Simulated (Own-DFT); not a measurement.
# Response to strain: wurtzite GaN, 72 atoms (Ga36N36)

Calculated results; nothing here was measured. The program, named Own-DFT, is a retired in-house plane-wave density functional code that no person has reviewed. Each row is one single-point run on a periodic cell that was not relaxed, without spin or spin-orbit coupling.

Settings of every run: PBE; PseudoDojo norm-conserving scalar-relativistic files (stringent for Ga); cutoff 96 hartree; 4 x 4 x 3 k mesh centred on Gamma; Gaussian smearing of 0.01 eV.

Known limits: forces not confirmed at this smearing and k mesh; stress not checked against mesh or cutoff.

Unstrained cell vectors in Å: (9.567, 0.000, 0.000); (-4.784, 8.285, 0.000); (0.000, 0.000, 10.370). The unstrained cell has measured lattice constants (interpolated for alloys), not those of this functional. That, the random moves and any unrelaxed bonds set the pressure at no strain. Each run strains this cell uniformly, with the atoms carried along. Every atom was also moved at random, by a Gaussian of width 0.05 Å on each axis. Strain is the symmetric tensor, in per cent. Stress is positive in tension, and the pressure is minus a third of its trace.

| run | e_xx (%) | e_yy (%) | e_zz (%) | e_yz (%) | e_xz (%) | e_xy (%) | s_xx (GPa) | s_yy (GPa) | s_zz (GPa) | s_yz (GPa) | s_xz (GPa) | s_xy (GPa) | P (GPa) | E (meV/atom) |
|---|---|---|---|---|---|---|---|---|---|---|---|---|---|---|
| 1 | -0.36 | 1.02 | 1.25 | -1.67 | -0.02 | -1.99 | -7.25 | -2.58 | -1.99 | -3.70 | -0.01 | -5.34 | 3.94 | 27.9 |
| 2 | 1.64 | 0.94 | 0.20 | 1.39 | -0.47 | -1.45 | -1.09 | -1.09 | -3.31 | 3.13 | -1.20 | -4.07 | 1.83 | 1.8 |
| 3 | -0.94 | -0.25 | 0.37 | -0.62 | -1.92 | -1.27 | -11.65 | -7.97 | -7.22 | -0.68 | -4.04 | -3.50 | 8.94 | 28.9 |
| 4 | 1.25 | 1.51 | -0.74 | -1.63 | -0.27 | 1.08 | -0.64 | 1.25 | -12.12 | -2.29 | 0.41 | 2.73 | 3.84 | 31.5 |
| 5 | 0.92 | 0.14 | -0.20 | 1.35 | 1.21 | 1.28 | -4.22 | -6.09 | -5.85 | 1.73 | 2.45 | 3.69 | 5.39 | 10.1 |
| 6 | 1.87 | -1.22 | 0.82 | -0.79 | -1.95 | -1.58 | -0.18 | -9.88 | -3.49 | -1.24 | -4.24 | -3.27 | 4.52 | 23.5 |
| 7 | -1.50 | 1.11 | 1.80 | 1.39 | -0.76 | 1.94 | -10.26 | -3.84 | 0.06 | 3.42 | -2.44 | 6.63 | 4.68 | 15.7 |
| 8 | 1.61 | 1.40 | 0.36 | 0.71 | 0.91 | -0.81 | 2.12 | -1.15 | -2.86 | 1.75 | 0.65 | -2.29 | 0.63 | 0.0 |
| 9 | 1.96 | -1.56 | -1.91 | -1.52 | 0.53 | -0.42 | -1.49 | -13.92 | -17.86 | -4.51 | 0.51 | -1.73 | 11.09 | 49.1 |
| 10 | 0.92 | -0.27 | -1.00 | 0.94 | -1.86 | -0.46 | -3.04 | -7.19 | -12.28 | 2.38 | -4.21 | -1.10 | 7.50 | 11.8 |
| 11 | -1.05 | 0.70 | -1.55 | -0.87 | 0.01 | -0.63 | -11.37 | -6.26 | -16.69 | -0.67 | -0.12 | -2.45 | 11.44 | 43.0 |
| 12 | 0.68 | 0.78 | -2.00 | -1.43 | 0.47 | -0.81 | -4.53 | -3.80 | -18.42 | -3.23 | 1.49 | -2.50 | 8.91 | 38.1 |
| 13 | 1.67 | 0.02 | 1.65 | 1.27 | 1.10 | -1.27 | 1.38 | -3.34 | -1.84 | 1.84 | 2.18 | -3.75 | 1.27 | 16.1 |
| 14 | -0.49 | -0.44 | -1.99 | 1.41 | 1.75 | -1.71 | -10.89 | -13.16 | -18.39 | 2.81 | 4.08 | -4.89 | 14.14 | 66.8 |
| 15 | 1.08 | -0.53 | -0.45 | 1.74 | -1.17 | 1.34 | -3.70 | -8.56 | -8.96 | 3.70 | -2.00 | 3.99 | 7.07 | 24.3 |
| 16 | 0.67 | -1.43 | -1.61 | 0.12 | -0.09 | -0.89 | -6.70 | -12.44 | -16.49 | -0.01 | -1.30 | -1.44 | 11.88 | 23.1 |
| 17 | 0.18 | 0.20 | 0.48 | -0.30 | -1.80 | -0.43 | ? | ? | ? | ? | ? | ? | ? | ? |

E is the free energy for each atom above the lowest run shown.

## Worked fit

Each stress component was fitted by least squares to a constant and the strains of the runs shown, as fractions, with shears doubled. Shear strains stay in the fit of a normal stress only where such slopes are resolved. The slopes, in GPa:

| stress | at no strain | per e_xx | per e_yy | per e_zz | scatter |
|---|---|---|---|---|---|
| s_xx | -7.1 | 410 ± 20 | 103 ± 24 | 57 ± 17 | 0.83 |
| s_yy | -7.3 | 116 ± 28 | 420 ± 33 | 69 ± 25 | 1.17 |
| s_zz | -8.2 | 77 ± 38 | 60 ± 46 | 492 ± 34 | 1.61 |

Each shear stress against twice its own strain: yz 107 ± 5, xz 102 ± 9, xy 143 ± 6 GPa. These are stiffnesses along x, y and z of the frame in which the cell vectors are given, which need not be the crystal's axes. The atoms are held to the strained lattice; where symmetry lets them move under strain, relaxing them would lower some slopes. The table should be nearly symmetric about its diagonal, and what it lacks of that shows the noise. A ninth of its sum, 200 ± 5 GPa, estimates the bulk modulus near the mean pressure of these runs, 6.7 GPa, so it lies above the value at zero pressure.

## Withheld run

Question: what normal stresses and pressure should run 17 give?

The fit gives s_xx = -5.9, s_yy = -5.9, s_zz = -5.6 and P = 5.8 GPa. The calculation gave -5.67, -4.88, -6.44 and P = 5.67 GPa.
